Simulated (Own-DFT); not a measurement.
# Bulk modulus against bond length in tetrahedral crystals

The numbers are computed, not measured, by runs of the plane-wave DFT program Own-DFT (in-house, retired, unreviewed) at fixed positions, with no spin and no spin-orbit coupling.

Known weak points (not all hold for every row): forces on such cells moved up to 12 meV/angstrom on a denser k mesh; forces not confirmed at this smearing and k mesh; k mesh not checked against a denser one; forces on such cells passed a denser k mesh, each cell not checked; stress not checked against mesh or cutoff.

All runs are PBE with PseudoDojo norm-conserving files; cutoff and k mesh are each material's own. Every cell starts from measured lattice constants and was given uniform random strains and small random moves of its atoms. Each triple is the change of volume in per cent, the rms move u in Å and the pressure in GPa.

- wurtzite AlN (Al64N64), 10.45 Å³/atom unstrained: (-1.94, 0.049, 9.78); (-0.80, 0.052, 7.16); (-0.68, 0.046, 7.37); (1.62, 0.053, 2.83); (1.88, 0.048, 1.73); (1.92, 0.048, 1.76); (2.70, 0.049, 0.07)
- wurtzite GaN (Ga36N36), 11.42 Å³/atom unstrained: (-3.30, 0.052, 15.55); (-1.63, 0.045, 10.97); (-0.78, 0.051, 10.01); (-0.39, 0.045, 8.54); (0.30, 0.048, 6.84); (0.91, 0.052, 5.72); (2.27, 0.048, 3.42)
- diamond silicon (Si64), 20.02 Å³/atom unstrained: (-2.22, 0.049, 4.77); (-1.63, 0.049, 4.25); (-1.19, 0.054, 3.83); (-0.93, 0.049, 3.41); (0.82, 0.051, 1.73); (1.74, 0.048, 1.05); (2.59, 0.054, 0.27)
- zincblende GaP (Ga32P32), 20.24 Å³/atom unstrained: withheld
- zincblende GaAs (As32Ga32), 22.58 Å³/atom unstrained: (-3.27, 0.052, 7.02); (-1.86, 0.047, 5.56); (0.08, 0.046, 4.09); (0.40, 0.052, 3.78); (0.78, 0.051, 3.64); (1.03, 0.051, 3.21); (1.14, 0.049, 3.03)
- grey tin (Sn64), 34.15 Å³/atom unstrained: (-2.13, 0.048, 4.81); (-1.96, 0.051, 4.78); (-0.88, 0.051, 4.42); (-0.45, 0.048, 3.93); (-0.39, 0.052, 3.95); (0.17, 0.052, 3.67); (1.67, 0.049, 2.88)

## What the rows give

Fit a line to each set against the fractional change of volume; B is minus its slope, and u is nearly the same within a set. To take it to zero pressure, assume that B rises by 4 GPa for each GPa: B0 = B - 4 x (mean pressure). The bond length of an ideal tetrahedral crystal with the unstrained volume v is d = (√3/4)(8 v)^(1/3). Cohen's empirical rule reads B0 = (1971 - 220 L) d^(-3.5) GPa, with L = 0 for group IV crystals and SiC and 1 for III-V compounds.

```
                  material  L  d (Å)   B (GPa)  mean P (GPa)  B0 (GPa)  rule (GPa)
    wurtzite AlN (Al64N64)  1  1.893   207 ± 6           4.4   189 ± 6         188
    wurtzite GaN (Ga36N36)  1  1.950  219 ± 11           8.7  184 ± 11         169
    diamond silicon (Si64)  0  2.352    94 ± 2           2.8    83 ± 2          99
  zincblende GaP (Ga32P32)  1  2.360         ?             ?         ?          87
zincblende GaAs (As32Ga32)  1  2.448    86 ± 3           4.3    69 ± 3          76
           grey tin (Sn64)  0  2.810    52 ± 3           4.1    36 ± 3          53
```

A line through ln[B0/(1971 - 220 L)] against ln d has a slope of -4.5 ± 0.2 and a scatter of 7 %. Against the rule, B0 stands at 101 % for wurtzite AlN, 109 % for wurtzite GaN, 84 % for diamond silicon, 90 % for zincblende GaAs, 68 % for grey tin. PBE tends to make silicon and heavier crystals too soft, and the rule itself is only a guide.

## Test on the hidden row

Q: what B0 does the fitted trend give for zincblende GaP (Ga32P32)?

Estimate: 74 GPa. Its own runs give B = 98 ± 3 GPa at a mean pressure of 3.5 GPa, so B0 = 84 GPa.
